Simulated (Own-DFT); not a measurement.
## Calculated data, SiC (4H silicon carbide, atoms displaced)

All values are calculated (Own-DFT development build). A calculation, not a measurement: plane-wave PBE density functional theory by an unreviewed code, no spin, of a simulated periodic cell, stress positive in tension, free energy of the whole cell less one offset for each atom, forces on such cells passed a denser k mesh, this cell's mesh not checked; offsets are fitted by least squares, one for each functional and potential file, so energies compare only between cells with the same atoms and settings and are not formation energies; the far tail of each file's local potential was reset to the Coulomb form; each entry is a single point on an unrelaxed cell, so the pressure reflects the starting lattice, mostly measured values (interpolated for alloys), from which strain is counted, and rises with the displacements; printed positions are rounded, which can move forces by about a meV/angstrom; the program, named Own-DFT, is a retired in-house code; no spin-orbit coupling.

Common to all runs: functional PBE; potential files PseudoDojo norm-conserving, scalar-relativistic, standard set; wave cutoff 42 hartree; occupations Fermi-Dirac; smearing width 0.1 eV; hardware one NVIDIA H100; k mesh 5 x 5 x 3 centred on Gamma.

(1) SiC (4H silicon carbide, atoms displaced)

```
cell vectors (Å)
   6.1654     0.0000     0.0000
  -3.0827     5.3394     0.0000
   0.0000     0.0000    10.0681
atoms (fractions of the cell vectors)
Si  0.00294  0.98470  0.40856
Si  0.17494  0.33888  0.14825
C   0.01218  0.99734  0.10263
C   0.16202  0.33172  0.34031
Si  0.00550  0.51335  0.40513
Si  0.18277  0.84704  0.14608
C   0.00270  0.49536  0.08951
C   0.18156  0.82771  0.34112
Si  0.49874  0.98210  0.40736
Si  0.69885  0.34418  0.16552
C   0.49461  0.99665  0.08577
C   0.67271  0.32897  0.34288
Si  0.50615  0.51667  0.39920
Si  0.67330  0.82742  0.16390
C   0.49105  0.48756  0.09336
C   0.67119  0.84337  0.35060
Si  0.02381  0.00775  0.89882
Si  0.83115  0.68283  0.66447
C   0.99599  0.01888  0.59580
C   0.82452  0.67094  0.84823
Si  0.99719  0.50000  0.91387
Si  0.81487  0.14429  0.66547
C   0.00003  0.50024  0.58980
C   0.83807  0.17813  0.83385
Si  0.50647  0.99241  0.90245
Si  0.34782  0.68212  0.65384
C   0.50083  0.99343  0.59730
C   0.33277  0.66736  0.84905
Si  0.50829  0.49768  0.90678
Si  0.36013  0.17560  0.65574
C   0.51183  0.49530  0.60275
C   0.32869  0.16360  0.84956
```

It finds free energy of cell above offsets -1.006 eV; pressure 6.5 GPa; stress xx -6.72 GPa; stress yy -5.45 GPa; stress zz -7.33 GPa; stress yz 0.66 GPa; stress xz 1.86 GPa; stress xy -2.35 GPa; wall time 122 s.

Force:
```
element  x (eV/Å)  y (eV/Å)  z (eV/Å)
     Si    -0.118      2.63    -0.012
     Si    -0.319    -1.382     2.289
      C    -2.215      0.64    -2.209
      C     0.747     0.241     0.344
     Si     0.818     -2.71     0.873
     Si     0.342    -1.816     1.965
      C     0.516     1.272     1.266
      C    -1.521     0.933    -0.604
     Si    -1.115     3.179      0.54
     Si    -3.412    -2.154    -2.261
      C     3.215     1.361     1.474
      C    -0.767     0.528     1.519
     Si     0.298    -3.357     1.501
     Si    -1.052     0.235    -2.211
      C       2.8     1.814     0.392
      C     1.881    -1.076    -1.267
     Si    -4.366    -1.593     2.335
     Si     2.642    -0.841    -1.711
      C     2.909    -1.836    -0.209
      C     2.185     0.454     0.121
     Si     0.055     0.373    -3.325
     Si     0.913     4.157    -4.128
      C    -0.299      0.73     1.527
      C     0.501    -0.808      4.82
     Si    -0.412      0.98     0.719
     Si    -1.392    -4.634     1.423
      C    -0.309     1.041    -1.528
      C     0.296    -0.761    -1.036
     Si    -2.047     0.155     0.789
     Si    -3.185    -1.023      0.94
      C     -1.44     1.904    -2.174
      C     3.849     1.364    -2.162
```

(2) SiC (4H silicon carbide, atoms displaced)

```
cell vectors (Å)
   6.1654     0.0000     0.0000
  -3.0827     5.3394     0.0000
   0.0000     0.0000    10.0681
atoms (fractions of the cell vectors)
Si  0.99010  0.99993  0.41208
Si  0.16688  0.32195  0.15511
C   0.99787  0.99708  0.10525
C   0.16987  0.33390  0.34669
Si  0.01820  0.50436  0.40615
Si  0.16700  0.83785  0.15859
C   0.00733  0.49775  0.09921
C   0.17085  0.85423  0.34493
Si  0.48742  0.98788  0.40548
Si  0.65688  0.32174  0.15098
C   0.52322  0.02276  0.09004
C   0.63644  0.30133  0.34489
Si  0.48795  0.49719  0.40488
Si  0.67598  0.82865  0.14626
C   0.50832  0.50796  0.10060
C   0.66879  0.82949  0.34442
Si  0.99022  0.99464  0.89029
Si  0.83253  0.67436  0.64612
C   0.99196  0.97859  0.59381
C   0.83270  0.66150  0.84639
Si  0.01305  0.51219  0.91328
Si  0.82892  0.16833  0.65722
C   0.00835  0.51066  0.57135
C   0.81603  0.14874  0.83347
Si  0.50070  0.00899  0.90879
Si  0.33344  0.66659  0.65962
C   0.50045  0.00609  0.59853
C   0.33903  0.65650  0.84403
Si  0.50608  0.49494  0.90839
Si  0.34213  0.17395  0.66000
C   0.51515  0.51712  0.60590
C   0.32603  0.17358  0.85410
```

Results for SiC (4H silicon carbide, atoms displaced): free energy of cell above offsets -1.103 eV; pressure 6.96 GPa; stress xx -5.57 GPa; stress yy -8.35 GPa; stress zz -6.95 GPa; stress yz -0.33 GPa; stress xz -0.39 GPa; stress xy -1.23 GPa; wall time 125.1 s.

Force:
```
element  x (eV/Å)  y (eV/Å)  z (eV/Å)
     Si     0.753     0.174    -1.214
     Si    -0.241       1.5     1.201
      C     1.067      0.17    -3.333
      C    -0.819    -0.687    -0.627
     Si    -2.805    -0.179    -5.156
     Si     1.191     -0.16      0.13
      C    -0.589     0.307    -0.358
      C    -0.177    -2.681    -0.341
     Si     1.166     0.316     0.921
     Si     1.019     3.195     3.189
      C    -0.708    -4.545    -0.551
      C     1.303     3.659    -0.691
     Si     2.642    -0.062      0.75
     Si     -1.92     1.458     2.962
      C    -0.381    -2.002    -2.096
      C    -1.182    -0.271    -0.416
     Si    -0.058     0.204     2.675
     Si      2.61    -2.617     2.315
      C    -0.211      5.22     0.325
      C     0.978    -0.151    -1.089
     Si    -0.005    -1.407    -1.047
     Si     0.623     0.308    -2.654
      C    -0.083    -0.805     7.796
      C     0.445     2.323     2.483
     Si    -0.011    -1.442     -1.07
     Si    -0.453     0.649    -0.742
      C     0.037    -0.783    -0.642
      C    -1.364     1.169     1.005
     Si    -0.848     1.123     0.677
     Si    -0.753    -0.174    -0.099
      C    -2.306    -2.487    -2.506
      C     1.082    -1.322    -1.795
```

(3) SiC (4H silicon carbide, atoms displaced)

```
cell vectors (Å)
   6.1654     0.0000     0.0000
  -3.0827     5.3394     0.0000
   0.0000     0.0000    10.0681
atoms (fractions of the cell vectors)
Si  0.99672  0.00884  0.41142
Si  0.15877  0.33948  0.15192
C   0.01004  0.00899  0.09925
C   0.16847  0.31650  0.34649
Si  0.98686  0.48755  0.41387
Si  0.15243  0.83485  0.15171
C   0.99677  0.50706  0.09524
C   0.19163  0.85560  0.34713
Si  0.50527  0.01671  0.41463
Si  0.66819  0.33193  0.15805
C   0.50181  0.01157  0.08786
C   0.69153  0.34313  0.34361
Si  0.50699  0.52523  0.40231
Si  0.66654  0.82992  0.16046
C   0.50739  0.49654  0.08699
C   0.66901  0.83599  0.35331
Si  0.98893  0.98987  0.90042
Si  0.82499  0.65316  0.65556
C   0.99206  0.01215  0.59841
C   0.84034  0.69375  0.84172
Si  0.99695  0.50326  0.90480
Si  0.81820  0.15691  0.64320
C   0.00925  0.51238  0.59411
C   0.84805  0.16631  0.85022
Si  0.49627  0.97985  0.91249
Si  0.32405  0.66238  0.65212
C   0.48666  0.99742  0.59030
C   0.31490  0.64391  0.84703
Si  0.48619  0.50646  0.91302
Si  0.33071  0.13387  0.65744
C   0.50829  0.51290  0.58842
C   0.32760  0.16624  0.85673
```

The calculation gives: free energy of cell above offsets -0.265 eV; pressure 7.26 GPa; stress xx -7.56 GPa; stress yy -7.22 GPa; stress zz -6.98 GPa; stress yz -1.13 GPa; stress xz -1.18 GPa; stress xy 0.04 GPa; wall time 122.9 s.

Force:
```
element  x (eV/Å)  y (eV/Å)  z (eV/Å)
     Si     2.319    -1.763    -0.059
     Si     1.525    -0.287      1.31
      C    -2.526    -0.617    -1.642
      C    -1.196     3.554    -0.952
     Si     3.687     3.342    -1.808
     Si     2.687     0.908     2.136
      C     0.104    -0.197    -0.791
      C    -2.227    -2.218     -0.34
     Si     0.279     -0.72    -3.331
     Si    -0.068    -0.018    -0.575
      C     0.594     -2.04     2.812
      C    -3.627    -0.833    -0.085
     Si      0.67    -4.078     1.148
     Si    -0.351     1.067    -0.514
      C    -1.369     0.909     3.453
      C    -0.813       2.3     -1.88
     Si     1.575     3.642     2.729
     Si    -0.915     2.437     0.345
      C     2.485    -2.164    -1.153
      C     0.018     -5.94    -0.721
     Si    -1.574    -0.874     0.532
     Si     0.557     1.858     3.926
      C    -1.726    -2.206     0.193
      C    -3.678     0.256    -1.938
     Si    -0.525     2.184    -1.975
     Si     2.344    -0.405     1.368
      C     2.726    -1.389     0.877
      C    -0.074     2.717    -1.455
     Si     2.812    -1.523    -2.499
     Si    -5.062     4.734     2.329
      C    -0.471    -1.937     0.719
      C     1.817    -0.699     -2.16
```

(4) SiC (4H silicon carbide, atoms displaced)

```
cell vectors (Å)
   6.1654     0.0000     0.0000
  -3.0827     5.3394     0.0000
   0.0000     0.0000    10.0681
atoms (fractions of the cell vectors)
Si  0.01317  0.02474  0.40318
Si  0.15859  0.33124  0.15366
C   0.00647  0.00596  0.08345
C   0.14768  0.33221  0.34264
Si  0.99650  0.48357  0.41510
Si  0.16166  0.82483  0.15494
C   0.99190  0.50493  0.08980
C   0.15812  0.84386  0.34812
Si  0.48679  0.01004  0.39981
Si  0.66801  0.33343  0.16204
C   0.48918  0.99762  0.09485
C   0.67158  0.31753  0.34949
Si  0.49608  0.51397  0.41022
Si  0.67287  0.84526  0.15733
C   0.50358  0.49343  0.09250
C   0.67085  0.84356  0.33932
Si  0.99489  0.99399  0.89396
Si  0.83249  0.66277  0.65891
C   0.01795  0.98796  0.59483
C   0.83352  0.67944  0.83703
Si  0.99750  0.48989  0.91701
Si  0.85021  0.15622  0.66253
C   0.02281  0.52403  0.60027
C   0.82326  0.16101  0.86316
Si  0.50471  0.00384  0.89652
Si  0.31646  0.65374  0.66071
C   0.50328  0.00841  0.60446
C   0.32204  0.66219  0.83418
Si  0.51684  0.50339  0.90392
Si  0.32633  0.14599  0.65153
C   0.48889  0.49487  0.59129
C   0.34514  0.17569  0.84085
```

It finds free energy of cell above offsets -0.976 eV; pressure 6.76 GPa; stress xx -7.07 GPa; stress yy -6.16 GPa; stress zz -7.05 GPa; stress yz -0.94 GPa; stress xz 0.12 GPa; stress xy -1.26 GPa; wall time 115.9 s.

Force:
```
element  x (eV/Å)  y (eV/Å)  z (eV/Å)
     Si    -1.008    -3.665     0.991
     Si     0.972     0.249    -0.855
      C    -0.368    -0.875     1.209
      C      2.69     1.883    -0.743
     Si    -2.048     2.833    -0.059
     Si    -0.824     1.938     0.468
      C     0.881    -0.794     2.692
      C     0.699     -1.79    -1.091
     Si     1.913    -2.867     2.409
     Si    -0.677    -0.779    -0.693
      C     1.153     0.137    -0.659
      C    -1.842     3.819    -0.811
     Si     1.123    -0.503    -1.385
     Si     0.044     -1.01    -1.728
      C    -0.962     1.255     0.701
      C    -0.413    -0.165      1.72
     Si     1.438     2.033     2.636
     Si    -0.633    -0.798    -1.691
      C    -3.643     0.199    -1.054
      C     1.324    -2.056     1.256
     Si    -0.133     1.616    -3.527
     Si    -2.043     1.084    -0.105
      C    -3.247    -4.513    -1.712
      C     2.375     1.182    -3.505
     Si    -2.678    -2.171     2.215
     Si     3.902     2.872    -1.108
      C      2.84    -1.729     -2.26
      C      0.97    -0.221     4.261
     Si    -2.426    -0.234     0.151
     Si     1.029     3.699     1.968
      C     0.629     0.057     0.811
      C     -1.04    -0.687    -0.504
```
